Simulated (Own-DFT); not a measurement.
Simulation results for GaN (wurtzite, strained, atoms displaced)

A calculation, not a measurement: plane-wave PBE density functional theory by an unreviewed code, no spin, of a simulated periodic cell, stress positive in tension, free energy of the whole cell less one offset for each atom, forces on such cells passed a denser k mesh, this cell's mesh not checked; offsets are fitted by least squares, one for each functional and potential file, so energies compare only between cells with the same atoms and settings and are not formation energies; the far tail of each file's local potential was reset to the Coulomb form; each entry is a single point on an unrelaxed cell, so the pressure reflects the starting lattice, mostly measured values (interpolated for alloys), from which strain is counted, and rises with the displacements; printed positions are rounded, which can move forces by about a meV/angstrom; the program, named Own-DFT, is a retired in-house code; no spin-orbit coupling. Program: Own-DFT development build.

Common to all runs: functional PBE; potential files PseudoDojo norm-conserving, scalar-relativistic, standard set with the stringent files for Ga; wave cutoff 96 hartree; occupations Gaussian; smearing width 0.01 eV; k mesh 3 x 4 x 3 centred on Gamma.

(1) GaN (wurtzite, strained, atoms displaced)

```xyz
96
Lattice="12.6857 -0.0858 -0.1723 -4.8128 8.4239 0.0006 -0.1400 -0.0801 10.1908" Properties=species:S:1:pos:R:3 GaN
Ga    -0.0137     1.9066     0.0394
Ga     1.5429     0.8403     2.4996
N     -0.0716     1.8772     1.8422
N      1.5401     0.9450     4.4380
Ga    -0.0423     1.9105     5.0659
Ga     1.5078     0.7888     7.6026
N     -0.0168     1.7716     7.0154
N      1.4056     0.7856     9.4953
Ga    -1.6125     4.7039     0.0063
Ga    -0.0756     3.7245     2.4814
N     -1.6402     4.7159     1.8012
N     -0.1077     3.7530     4.3850
Ga    -1.7347     4.6210     4.9995
Ga    -0.1410     3.5836     7.7118
N     -1.7145     4.5986     7.0868
N     -0.0700     3.6349     9.5795
Ga    -3.2639     7.3597    10.1508
Ga    -1.6752     6.5620     2.6052
N     -3.2623     7.4354     1.7988
N     -1.7065     6.4719     4.4201
Ga    -3.2819     7.4841     5.0264
Ga    -1.7664     6.4984     7.7340
N     -3.2606     7.3594     6.9830
N     -1.7964     6.4620     9.3805
Ga     3.0730     1.7648    -0.0035
Ga     4.6760     0.8435     2.5325
N      3.1262     1.8415     1.8418
N      4.6839     0.8883     4.3649
Ga     3.2281     1.7236     4.9596
Ga     4.6448     0.8099     7.5881
N      3.1286     1.8445     6.9661
N      4.5895     0.8352     9.4834
Ga     1.4862     4.6073    -0.0487
Ga     3.1438     3.7371     2.4398
N      1.5577     4.6126     1.9410
N      3.1290     3.6476     4.4186
Ga     1.5291     4.6366     5.0834
Ga     3.0170     3.6789     7.6252
N      1.4104     4.6720     6.9893
N      3.0082     3.6317     9.4432
Ga    -0.1929     7.3839    10.1034
Ga     1.5925     6.5495     2.3877
N     -0.1415     7.4820     1.9317
N      1.4723     6.4107     4.3342
Ga    -0.0962     7.3911     5.0614
Ga     1.5679     6.4400     7.5106
N     -0.1903     7.3528     6.9490
N      1.4157     6.4540     9.4484
Ga     6.3168     1.8067    -0.0574
Ga     7.8316     0.7920     2.4908
N      6.4271     1.8626     1.8659
N      7.8051     0.9896     4.3011
Ga     6.2917     1.7463     4.9477
Ga     7.8856     0.8501     7.6001
N      6.2056     1.7113     6.9460
N      7.8583     0.8817     9.4358
Ga     4.8195     4.6380    -0.0320
Ga     6.2523     3.6694     2.4506
N      4.6345     4.6315     1.7952
N      6.1688     3.7098     4.2698
Ga     4.6549     4.5613     4.9254
Ga     6.2381     3.5956     7.4719
N      4.6696     4.6704     6.8442
N      6.1789     3.5805     9.2498
Ga     2.9957     7.3698    10.0264
Ga     4.6449     6.3678     2.4090
N      3.1623     7.3725     1.8311
N      4.6571     6.3696     4.3686
Ga     3.1057     7.4164     4.9523
Ga     4.5945     6.4561     7.5148
N      2.9627     7.4249     6.8844
N      4.5559     6.5038     9.4870
Ga     9.4788     1.8326    -0.1210
Ga    11.0234     0.8448     2.3963
N      9.5197     1.8538     1.7318
N     11.0617     0.8507     4.3580
Ga     9.4188     1.7158     4.9271
Ga    11.0062     0.7524     7.5656
N      9.4763     1.7250     6.8336
N     10.9833     0.7595     9.4601
Ga     7.9210     4.6081    -0.0953
Ga     9.4556     3.6371     2.3581
N      7.8542     4.5471     1.7624
N      9.4656     3.6912     4.2972
Ga     7.6693     4.5916     4.8641
Ga     9.3810     3.6105     7.5029
N      7.8167     4.5728     6.8836
N      9.4306     3.6033     9.4590
Ga     6.1896     7.3495    10.0254
Ga     7.8306     6.5445     2.4997
N      6.2436     7.4584     1.8441
N      7.8164     6.4454     4.3188
Ga     6.1606     7.3889     4.9868
Ga     7.8413     6.4356     7.4213
N      6.2030     7.4121     6.8447
N      7.7805     6.3441     9.3915
```

```
free energy of cell above offsets : -1.918 eV
pressure                          : 9.71 GPa
stress xx                         : -8.22 GPa
stress yy                         : -2.85 GPa
stress zz                         : -18.07 GPa
stress yz                         : -2.29 GPa
stress xz                         : -2.62 GPa
stress xy                         : -2.18 GPa
```

Force:
```
element  x (eV/Å)  y (eV/Å)  z (eV/Å)
     Ga     0.306    -0.963    -1.984
     Ga    -0.436     1.034    -0.412
      N     0.566    -0.489     2.687
      N    -0.148    -0.976    -0.371
     Ga    -0.075      0.05     0.399
     Ga     0.756      0.78    -0.725
      N     -0.98     0.263     0.042
      N    -0.102    -0.004     0.949
     Ga     0.865     0.213    -2.084
     Ga     0.051      0.12    -0.005
      N     0.065     0.227     2.956
      N     0.319    -0.497     0.819
     Ga     1.822     0.815     2.433
     Ga    -0.052     0.989    -1.903
      N     0.387    -0.004    -0.961
      N    -2.955    -0.769    -0.051
     Ga    -1.717     0.385     -0.97
     Ga    -0.251    -0.956    -2.266
      N     0.153     0.251     2.498
      N    -0.165     0.759     1.353
     Ga      0.36    -0.195     0.941
     Ga     1.313    -1.244    -7.941
      N    -0.603     1.209    -0.723
      N     1.043    -0.448     8.159
     Ga     1.014     1.222     -1.97
     Ga     0.569     1.132    -2.128
      N     0.139    -0.095     1.446
      N     1.927    -1.892     0.564
     Ga    -2.684     2.504      2.16
     Ga    -0.261     -0.13    -0.685
      N    -0.647    -0.829    -0.566
      N     0.006    -0.601     1.176
     Ga      3.45     1.747     0.686
     Ga    -1.232    -1.584     1.045
      N    -0.565     1.007    -1.375
      N    -1.143    -0.609     -0.82
     Ga    -0.268    -0.806    -0.795
     Ga     0.729     0.041    -2.163
      N     0.415    -1.784    -0.073
      N     0.077    -0.081     2.796
     Ga     0.137     0.201     0.085
     Ga     -1.95    -1.371     0.827
      N     1.306    -0.594    -1.418
      N     0.531     1.601     0.481
     Ga     0.071    -0.317    -0.323
     Ga    -2.925     0.381     0.753
      N     0.822     0.613     0.552
      N     -0.41    -0.256     0.938
     Ga     0.289     0.733    -1.022
     Ga     1.818     0.613    -2.368
      N     -2.18    -0.855    -0.536
      N     1.274    -2.528     1.093
     Ga    -1.473     1.508     1.722
     Ga    -0.616     0.151    -2.148
      N     1.178     0.432    -1.191
      N    -1.881     -1.45     1.213
     Ga    -0.872    -0.245    -3.274
     Ga     0.619     0.212    -1.762
      N     1.655    -0.909     0.504
      N     0.391    -1.842     1.314
     Ga    -0.568     0.433     1.698
     Ga    -0.576     0.578    -2.185
      N    -0.455    -0.998     0.801
      N     0.067     0.114     5.083
     Ga    -0.304     0.735     0.649
     Ga     1.442     2.052     0.688
      N    -0.456     1.484    -0.657
      N    -0.441     1.555    -0.764
     Ga    -0.959     -0.34    -0.009
     Ga     0.462    -0.077    -0.038
      N     2.195     0.922    -0.244
      N     0.778    -1.442    -0.601
     Ga     1.777     0.486    -0.385
     Ga     0.309     0.642     0.022
      N    -0.857     -1.33     1.654
      N    -0.588    -0.583    -0.649
     Ga      1.26     1.787     0.159
     Ga     0.576     0.942    -1.111
      N    -0.745     0.146     0.958
      N    -0.503     0.523    -0.122
     Ga    -0.213    -0.182    -1.785
     Ga     0.226     0.578     0.122
      N    -0.495     1.207     1.279
      N    -2.913    -1.718    -0.543
     Ga     2.984     0.149     1.464
     Ga     0.346    -0.081    -0.428
      N    -0.347    -0.359    -1.206
      N    -1.401    -0.587    -0.687
     Ga     0.612    -0.192     0.713
     Ga     -0.06    -0.949    -2.868
      N    -0.145    -1.295    -0.652
      N    -0.554     0.296     1.324
     Ga     0.966     0.472    -1.097
     Ga    -0.992    -0.603     0.641
      N      0.02    -0.771     1.217
      N    -0.276     0.536    -0.015
```

(2) GaN (wurtzite, strained, atoms displaced)

```xyz
96
Lattice="12.9793 0.2150 -0.2315 -4.7276 8.2523 0.2127 -0.1882 0.1576 10.1679" Properties=species:S:1:pos:R:3 GaN
Ga    -0.1291     1.9801    10.1427
Ga     1.5397     0.9644     2.6195
N     -0.0399     1.7973     1.8982
N      1.5409     1.0702     4.5090
Ga    -0.0923     1.9508     5.1216
Ga     1.5122     1.1745     7.6506
N     -0.0923     1.9616     7.0069
N      1.4767     1.1455     9.4676
Ga    -1.7276     4.6760    10.2459
Ga    -0.0002     3.7502     2.6028
N     -1.5782     4.5968     2.0299
N      0.0592     3.7686     4.5144
Ga    -1.6481     4.7011     5.1253
Ga    -0.0943     3.7949     7.6447
N     -1.7354     4.7576     7.0605
N     -0.1007     3.9089     9.5735
Ga    -3.3561     7.5714    10.3004
Ga    -1.4656     6.4968     2.6050
N     -3.1519     7.4270     2.0339
N     -1.5878     6.5318     4.5056
Ga    -3.2187     7.4565     5.2187
Ga    -1.6574     6.5816     7.7152
N     -3.1306     7.3952     7.2417
N     -1.7548     6.5619     9.6077
Ga     3.2683     1.8829     0.0538
Ga     4.8073     1.1223     2.4632
N      3.1121     1.9069     1.9245
N      4.7561     1.0576     4.3379
Ga     3.1533     1.9827     5.0811
Ga     4.7830     1.1771     7.4864
N      3.1112     2.0486     7.0342
N      4.7293     1.1434     9.4432
Ga     1.5036     4.6657    10.1668
Ga     3.2310     3.7769     2.5989
N      1.5836     4.7482     2.0515
N      3.2821     3.7787     4.4233
Ga     1.5713     4.7526     5.0846
Ga     3.1742     3.7653     7.6305
N      1.6417     4.7670     7.0278
N      3.1734     3.8078     9.5957
Ga     0.0859     7.4158     0.1196
Ga     1.6101     6.6210     2.6237
N      0.0785     7.3939     2.0403
N      1.6214     6.6130     4.5600
Ga     0.0225     7.5044     5.1369
Ga     1.6653     6.5908     7.6356
N     -0.0131     7.5136     7.0612
N      1.5705     6.6942     9.6083
Ga     6.3268     2.1854    10.0433
Ga     8.0729     1.0317     2.4173
N      6.4906     1.9661     1.8098
N      8.0495     1.1506     4.2932
Ga     6.4932     2.0528     5.0352
Ga     7.9033     1.1685     7.4952
N      6.3861     2.0718     6.8877
N      7.8661     1.0691     9.3914
Ga     4.8035     4.8237    10.1011
Ga     6.4551     3.8813     2.4511
N      4.9138     4.7118     1.9835
N      6.4890     3.7207     4.3781
Ga     4.8200     4.8195     5.0872
Ga     6.3762     3.9555     7.5459
N      4.7826     4.8111     6.9671
N      6.3935     4.0423     9.5099
Ga     3.1258     7.6725    10.2076
Ga     4.9493     6.6107     2.5475
N      3.3444     7.4757     2.0126
N      4.8775     6.6699     4.4352
Ga     3.1942     7.5909     5.2014
Ga     4.8416     6.6960     7.5985
N      3.2042     7.5638     7.0488
N      4.8008     6.6746     9.5018
Ga     9.5705     2.1902    10.0107
Ga    11.2831     1.0846     2.3701
N      9.6269     2.0796     1.7651
N     11.2426     1.1989     4.1788
Ga     9.6651     2.0863     4.9684
Ga    11.2870     1.2683     7.3630
N      9.6961     2.0973     6.8475
N     11.3509     1.2833     9.3854
Ga     8.0230     4.8527    10.0368
Ga     9.7824     3.8855     2.5375
N      8.2259     4.8207     1.8093
N      9.6924     3.8509     4.4215
Ga     8.0757     4.9362     5.1123
Ga     9.6898     3.9900     7.4761
N      8.0429     4.8830     6.9597
N      9.6214     4.0349     9.3961
Ga     6.4320     7.6432    10.1314
Ga     8.1502     6.7389     2.4782
N      6.5577     7.5322     1.9165
N      8.2830     6.7552     4.3425
Ga     6.4166     7.6355     5.1733
Ga     8.0562     6.7661     7.5330
N      6.4900     7.7274     6.9325
N      8.0325     6.6738     9.4715
```

```
free energy of cell above offsets : -2.842 eV
pressure                          : 6.86 GPa
stress xx                         : -1.13 GPa
stress yy                         : -4.43 GPa
stress zz                         : -15.03 GPa
stress yz                         : 3.54 GPa
stress xz                         : -4.26 GPa
stress xy                         : 4.16 GPa
```

Force:
```
element  x (eV/Å)  y (eV/Å)  z (eV/Å)
     Ga     0.737     0.918      0.98
     Ga     0.148    -0.045    -1.345
      N     -0.35     1.011     0.977
      N    -0.102    -0.158     0.347
     Ga    -0.132    -0.425    -1.169
     Ga      0.57    -1.982    -1.658
      N    -0.357     0.274     0.343
      N     0.193     0.147     1.717
     Ga    -0.363     1.415     0.287
     Ga     0.693    -1.041     -0.62
      N    -0.698     0.265    -0.058
      N     -1.42     0.115     0.469
     Ga     0.017    -0.315     0.041
     Ga     0.207     1.294    -0.401
      N     0.828    -0.979     0.108
      N    -0.351    -1.447    -0.252
     Ga     0.321    -1.402    -0.523
     Ga    -1.872    -0.448    -0.283
      N    -0.055    -0.306     0.827
      N    -0.011     0.168     0.785
     Ga      1.35    -0.061     1.113
     Ga     2.958    -1.006     0.675
      N     -4.46     2.789    -1.946
      N     0.693     0.419     1.718
     Ga     0.332    -1.115    -1.033
     Ga     0.428    -0.611    -0.692
      N     0.603     0.452     0.493
      N     0.507     0.918     1.354
     Ga     0.515    -0.228    -0.381
     Ga    -0.561    -1.678     0.662
      N     0.421    -1.362    -1.304
      N    -0.288     0.853     0.365
     Ga     0.813      2.57     1.123
     Ga    -0.123     0.494     -1.91
      N     0.748    -0.874    -1.141
      N     -0.68     0.995     2.144
     Ga     1.242      -0.2     0.076
     Ga     0.186     2.298      0.55
      N    -1.029    -0.689     0.189
      N     0.038     1.265    -0.522
     Ga      0.23    -0.966    -1.206
     Ga     2.384    -1.186     -0.02
      N     -0.88     2.158    -0.641
      N     0.556    -0.101     -0.15
     Ga    -0.654     -0.38     0.388
     Ga     -1.46     0.288      1.06
      N     0.273     0.326     0.528
      N     -0.35    -1.247    -0.018
     Ga      -0.2    -1.406     0.396
     Ga      0.19     0.923    -0.765
      N     -0.88      0.39     -0.01
      N      0.15    -0.374      1.52
     Ga    -0.909    -1.819    -1.557
     Ga     1.835    -0.464     0.024
      N    -0.514     0.845     1.086
      N      1.06     4.643    -0.547
     Ga    -1.478     0.893     1.325
     Ga     2.759    -1.099     0.452
      N    -1.768     0.906    -1.589
      N    -0.039     4.148     0.363
     Ga     0.497    -0.875    -1.609
     Ga     0.797    -0.094      0.02
      N    -0.241     0.293      0.84
      N     0.219    -1.471    -1.167
     Ga     0.287    -3.723     1.147
     Ga    -0.011    -0.588    -0.567
      N    -0.855    -0.152    -0.584
      N     0.012    -0.128     1.656
     Ga     0.571    -0.444    -2.074
     Ga     0.068    -0.109      0.15
      N     0.601     0.544     0.673
      N    -0.016     0.706     0.742
     Ga     0.225    -0.813    -0.107
     Ga     0.051     1.121    -2.368
      N     0.728    -0.753     0.133
      N     0.584     0.105     2.834
     Ga    -0.282    -0.976    -0.927
     Ga     0.207    -0.006     1.754
      N    -1.761     0.403     0.989
      N     -2.72    -0.835    -1.342
     Ga     0.468     0.993     1.254
     Ga    -0.643     0.327    -1.571
      N    -1.123     0.015     0.713
      N     0.266     2.177     0.193
     Ga     0.128    -1.088    -2.729
     Ga     0.135    -0.183    -0.253
      N    -0.696     0.034      0.69
      N     0.346    -1.014     -0.21
     Ga     0.091    -0.188     -0.15
     Ga     1.632    -1.563    -1.101
      N    -0.935     0.095    -0.521
      N    -2.398    -0.839     1.675
     Ga     0.803    -0.192    -4.253
     Ga     1.432     -0.03      0.66
      N    -0.376    -1.141     2.806
      N    -0.091     1.629    -0.144
```
